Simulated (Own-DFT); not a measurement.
# Energy and forces against displacement in 3C SiC, 64 atoms (C32Si32)

These are calculations, not measurements. The program, named Own-DFT, is a retired in-house plane-wave density functional code that no person has reviewed. Each row is one single-point run on a periodic cell that was not relaxed, without spin or spin-orbit coupling.

Settings of every run: PBE; PseudoDojo norm-conserving scalar-relativistic files; cutoff 42 hartree; 4 x 4 x 4 k mesh centred on Gamma; Fermi-Dirac smearing of 0.1 eV.

Known limits, some of them of some rows only: some atoms lie very close together; forces on such cells passed a denser k mesh, each cell not checked; stress not checked against mesh or cutoff.

Cell vectors in Å: (8.719, 0.000, 0.000); (0.000, 8.719, 0.000); (0.000, 0.000, 8.719). In each run every atom was moved at random and independently from its ideal site; u is the rms move along one axis. E is the free energy for each atom above the fitted value at u = 0, and F the rms of the force components.

| run | u (Å) | E (meV/atom) | F (eV/Å) | largest force (eV/Å) | P (GPa) |
|---|---|---|---|---|---|
| 1 | 0.0270 | 26.6 | 0.756 | 2.55 | 3.70 |
| 2 | 0.0275 | ? | ? | ? | ? |
| 3 | 0.0339 | 44.7 | 1.012 | 4.06 | 4.08 |
| 4 | 0.0618 | 150.1 | 1.926 | 6.53 | 6.44 |
| 5 | 0.0626 | 155.2 | 1.906 | 6.58 | 7.00 |
| 6 | 0.0985 | 362.8 | 3.126 | 10.95 | 12.59 |
| 7 | 0.1068 | 417.1 | 3.319 | 13.27 | 12.99 |
| 8 | 0.1377 | 666.2 | 4.548 | 18.80 | 19.48 |

## Worked fit

For small independent moves the energy grows as E = (3/2) K u², with K the mean stiffness felt by one atom. The runs with u up to 0.11 Å give K = 25.4 ± 0.6 eV/Å², with residuals divided by u² + 0.0006 Å², since the noise grows with the moves. The scatter is 3.9 meV/atom at u = 0.05 Å. The forces follow F = G u with G = 30.4 eV/Å²; no force at u = 0 is resolved. G exceeds K because the moves of its neighbours add to the force on an atom, and stiffness differs between atoms. The pressure follows P = 3.13 + 913 u² GPa: at fixed volume, shortened bonds push harder than stretched ones pull.

## Withheld run

Question: what energy and rms force should run 2 give?

The fit gives 29 ± 2 meV/atom and about 0.83 eV/Å. The calculation gave 27.1 meV/atom and 0.754 eV/Å.
